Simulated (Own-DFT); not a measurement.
# Computed records: Hf₃₆O₇₁ (tetragonal hafnia with one neutral oxygen vacancy, atoms displaced)

All values are calculated (Own-DFT development build). A calculation, not a measurement: plane-wave PBE and HSE06 DFT by an unreviewed code, no spin, of a simulated cell at Gamma alone, so results move with cell size and shape, stress positive in tension, energies less offsets, not probed for a lower state with spin; hafnium file: forces about 75 meV/angstrom off all-electron values; oxygen file: force components 24 meV/angstrom off all-electron in a glass; k mesh not checked against a denser one; forces and stress are PBE's, HSE06 gives the energy alone, and its difference from PBE has offsets of its own; offsets are fitted by least squares, one for each functional and potential file, so energies compare only between cells with the same atoms and settings and are not formation energies; the far tail of each file's local potential was reset to the Coulomb form; each entry is a single point on an unrelaxed cell, so the pressure reflects the starting lattice, taken from the Materials Project, from which strain is counted, and rises with the displacements; printed positions are rounded, which can move forces by about a meV/angstrom; the program is a retired in-house code; no spin-orbit coupling.

## Hf₃₆O₇₁ (tetragonal hafnia with one neutral oxygen vacancy, atoms displaced)

```
Hf36O71
1.0
     10.7800     0.0000     0.0000
      0.0000    10.7800     0.0000
      0.0000     0.0000    10.4493
Hf O Hf O Hf O Hf O Hf O Hf O Hf O Hf O Hf O Hf O Hf O Hf O Hf O Hf O Hf O Hf O Hf O Hf O
2 4 2 4 2 4 2 4 2 4 2 4 2 4 2 4 2 4 2 4 2 4 2 4 2 4 2 4 2 4 2 4 2 4 2 3
Direct
  0.00223 0.99987 0.99826
  0.16278 0.16809 0.25047
  0.99813 0.15752 0.14950
  0.16636 0.99432 0.34957
  0.00136 0.16692 0.40662
  0.16588 0.99687 0.09612
  0.00138 0.00150 0.49687
  0.17076 0.16965 0.74940
  0.99687 0.16647 0.65119
  0.16790 0.00074 0.84418
  0.99999 0.16860 0.90203
  0.16724 0.00176 0.59908
  0.00146 0.33685 0.99896
  0.17170 0.49764 0.25226
  0.99798 0.50111 0.15360
  0.16256 0.33664 0.34594
  0.99560 0.49442 0.40788
  0.17048 0.33688 0.09742
  0.99910 0.33488 0.49882
  0.16316 0.49812 0.75218
  0.00368 0.49287 0.65619
  0.16381 0.33259 0.84852
  0.99651 0.50263 0.90441
  0.16732 0.33065 0.59751
  0.99767 0.66546 0.99872
  0.16801 0.83079 0.24567
  0.00161 0.82962 0.15235
  0.16700 0.66672 0.34306
  0.00523 0.83378 0.40391
  0.16433 0.66397 0.09484
  0.00095 0.66535 0.49642
  0.16942 0.83198 0.75431
  0.99801 0.83058 0.65075
  0.16720 0.66897 0.84764
  0.00402 0.83587 0.89904
  0.16998 0.67461 0.60041
  0.33116 0.99648 0.99521
  0.49763 0.17007 0.24973
  0.33185 0.16343 0.15482
  0.50230 0.00348 0.34555
  0.33130 0.16714 0.40085
  0.50025 0.00249 0.09618
  0.33519 0.99692 0.50464
  0.50884 0.16712 0.75164
  0.33250 0.16469 0.65146
  0.50042 0.99739 0.84904
  0.33154 0.16937 0.89907
  0.49584 0.99786 0.58992
  0.32805 0.33177 0.00245
  0.50062 0.50353 0.24737
  0.33483 0.49824 0.15537
  0.49777 0.33836 0.35018
  0.33691 0.50096 0.40060
  0.50309 0.33353 0.09551
  0.32849 0.32968 0.50612
  0.49780 0.50128 0.74857
  0.33177 0.49862 0.65527
  0.49837 0.33651 0.84831
  0.33350 0.49705 0.90442
  0.49639 0.33553 0.59795
  0.33583 0.66968 0.99786
  0.49740 0.83253 0.24912
  0.33391 0.82783 0.15514
  0.49609 0.66492 0.34978
  0.33449 0.84035 0.40096
  0.50494 0.67019 0.09976
  0.33171 0.66190 0.50403
  0.50048 0.83358 0.75246
  0.33363 0.83581 0.65446
  0.50219 0.66494 0.84399
  0.33574 0.83497 0.89833
  0.49992 0.66866 0.60295
  0.67285 0.99947 0.99929
  0.83617 0.17127 0.25018
  0.66768 0.16875 0.15165
  0.83063 0.00061 0.35270
  0.66296 0.16199 0.40262
  0.83371 0.00059 0.09479
  0.67013 0.00388 0.49704
  0.83497 0.16853 0.75134
  0.66750 0.16656 0.65066
  0.83331 0.00447 0.85285
  0.66693 0.17086 0.90163
  0.83232 0.00036 0.59570
  0.66777 0.33732 0.99532
  0.83296 0.49948 0.24761
  0.66481 0.49831 0.15225
  0.83472 0.32994 0.34628
  0.66752 0.49838 0.40291
  0.82989 0.33606 0.09558
  0.66816 0.33355 0.49514
  0.83237 0.50418 0.75039
  0.66378 0.50098 0.64933
  0.83343 0.33467 0.84865
  0.66945 0.49991 0.90395
  0.82830 0.33248 0.60011
  0.66328 0.66573 0.00253
  0.83030 0.83181 0.25051
  0.66317 0.83660 0.15386
  0.83647 0.66962 0.34650
  0.66819 0.83944 0.40361
  0.83622 0.66491 0.09834
  0.66558 0.66796 0.49622
  0.83558 0.83348 0.74945
  0.83370 0.66681 0.84631
  0.66797 0.83582 0.90452
  0.83127 0.66609 0.59973
```

```
first functional                 : PBE
second functional                : HSE06
exact exchange share             : 0.25
screening                        : 0.11 1/bohr
exchange divergence              : Gygi-Baldereschi
potential files                  : PseudoDojo norm-conserving, scalar-relativistic, made for PBE, standard set
wave cutoff                      : 48 hartree
occupations                      : fixed
k mesh                           : 1 x 1 x 1 centred on Gamma
PBE energy of cell above offsets : -100.602 eV
HSE06 less PBE above offsets     : -0.127 eV
PBE pressure                     : 1.1 GPa
PBE stress xx                    : -0.46 GPa
PBE stress yy                    : -1.05 GPa
PBE stress zz                    : -1.78 GPa
PBE stress yz                    : -0.37 GPa
PBE stress xz                    : 0.33 GPa
PBE stress xy                    : 0.02 GPa
```

Force:
| element | x (eV/Å) | y (eV/Å) | z (eV/Å) |
| --- | --- | --- | --- |
| Hf | -0.558 | 0.218 | -0.067 |
| Hf | 1.046 | -1.361 | 0.604 |
| O | 0.52 | 0.95 | 0.422 |
| O | -0.479 | 1.279 | -0.897 |
| O | 0.145 | 0.468 | -1.077 |
| O | 0.561 | -0.062 | -0.031 |
| Hf | 0.4 | -0.733 | 0.917 |
| Hf | -0.57 | -1.137 | -0.497 |
| O | 0.567 | 0.188 | 0.354 |
| O | 0.155 | 0.225 | 0.594 |
| O | 0.127 | 0.146 | 0.31 |
| O | -0.505 | -0.002 | -0.065 |
| Hf | -0.75 | -0.542 | -0.084 |
| Hf | -0.187 | 0.913 | -0.683 |
| O | 0.599 | -0.421 | 0.236 |
| O | -0.077 | -0.705 | 0.344 |
| O | -0.026 | 1.465 | -0.665 |
| O | -1.66 | -0.245 | 0.581 |
| Hf | -0.477 | -1.178 | 1.379 |
| Hf | 0.951 | 0.484 | 0.337 |
| O | -0.709 | 0.428 | -0.353 |
| O | -0.128 | 0.723 | 0.266 |
| O | 0.376 | -0.519 | -0.4 |
| O | -0.799 | 0.137 | 0.385 |
| Hf | 0.513 | 1.162 | 0.414 |
| Hf | -0.61 | 0.739 | 0.901 |
| O | -0.751 | 0.174 | -0.053 |
| O | -0.16 | -0.705 | 0.754 |
| O | -0.471 | -0.67 | -0.158 |
| O | 0.89 | -0.044 | -0.32 |
| Hf | -0.034 | 1.352 | 0.657 |
| Hf | -0.881 | 0.661 | -1.467 |
| O | 0.354 | -0.044 | 0.343 |
| O | 0.209 | -1.048 | 0.218 |
| O | -0.283 | -0.549 | 0.353 |
| O | -0.89 | -0.821 | -0.502 |
| Hf | 0.826 | 1.649 | 0.683 |
| Hf | 0.522 | -0.346 | 0.033 |
| O | -0.704 | 0.432 | -0.38 |
| O | -0.213 | -0.542 | -0.528 |
| O | -0.281 | 0.268 | 0.348 |
| O | -0.476 | -0.339 | -0.462 |
| Hf | -1.171 | 0.627 | -1.061 |
| Hf | -0.986 | 0.312 | 0.05 |
| O | 0.766 | 0.449 | 0.291 |
| O | -0.056 | 0.737 | -0.547 |
| O | -0.166 | -0.549 | 0.51 |
| O | 1.999 | -0.17 | 1.422 |
| Hf | 2.31 | -0.17 | -0.551 |
| Hf | -0.259 | -1.244 | 0.904 |
| O | -0.031 | 0.372 | -0.482 |
| O | 0.349 | -0.407 | -0.589 |
| O | -0.944 | -0.308 | 0.687 |
| O | -0.933 | 0.002 | 0.037 |
| Hf | 1.806 | -0.253 | -1.175 |
| Hf | 0.488 | -0.909 | -0.294 |
| O | -0.643 | 0.384 | -0.342 |
| O | 0.375 | -0.421 | -0.443 |
| O | -0.222 | 0.912 | 0.257 |
| O | 0.581 | -0.278 | -0.049 |
| Hf | -0.809 | -0.81 | 0.267 |
| Hf | 0.083 | 1.414 | 1.132 |
| O | 0.031 | -0.138 | -1.301 |
| O | 0.589 | 0.611 | -0.056 |
| O | 0.168 | -1.954 | 0.187 |
| O | -1.188 | -0.274 | -0.199 |
| Hf | 0.739 | 1.148 | -0.649 |
| Hf | 0.702 | 0.171 | -1.161 |
| O | 0.224 | -0.084 | 0.157 |
| O | -0.201 | 0.462 | 1.247 |
| O | -0.188 | -0.89 | 0.495 |
| O | 0.016 | 0.267 | -0.806 |
| Hf | -1.013 | 0.899 | 0.419 |
| Hf | -1.351 | -1.711 | -0.66 |
| O | 0.391 | -0.083 | 0.483 |
| O | 0.562 | 0.142 | -1.019 |
| O | 0.316 | 2.044 | -0.399 |
| O | 0.482 | -0.486 | 0.598 |
| Hf | -0.674 | -0.457 | 0.559 |
| Hf | 0.041 | -0.066 | -0.215 |
| O | -0.06 | -0.068 | 0.092 |
| O | -0.002 | -0.713 | -0.77 |
| O | -0.309 | -0.562 | -0.384 |
| O | 0.256 | -0.492 | 0.678 |
| Hf | -0.709 | -1.07 | 0.698 |
| Hf | -0.175 | 0.073 | -0.009 |
| O | 0.62 | 0.571 | -0.072 |
| O | -0.087 | 0.849 | 0.361 |
| O | 0.478 | 0.575 | -0.553 |
| O | 1.312 | 0.02 | 0.4 |
| Hf | -1.174 | -0.374 | 0.861 |
| Hf | -0.749 | -0.687 | -0.525 |
| O | 0.385 | -0.023 | 0.477 |
| O | 0.264 | 0.355 | -0.165 |
| O | 0.032 | 0.995 | -0.483 |
| O | 0.792 | 0.279 | -0.621 |
| Hf | 1.226 | 0.38 | -0.673 |
| Hf | 0.526 | 1.196 | -0.178 |
| O | 0.878 | -0.401 | -0.063 |
| O | -0.165 | -0.773 | 0.247 |
| O | -0.06 | -1.677 | 0.23 |
| O | -1.245 | 0.081 | -0.025 |
| Hf | -0.277 | 0.149 | 0.928 |
| Hf | -0.487 | 0.588 | -0.325 |
| O | 0.148 | 0.422 | 0.277 |
| O | -0.025 | -1.047 | -0.293 |
| O | 0.348 | 0.005 | -0.562 |
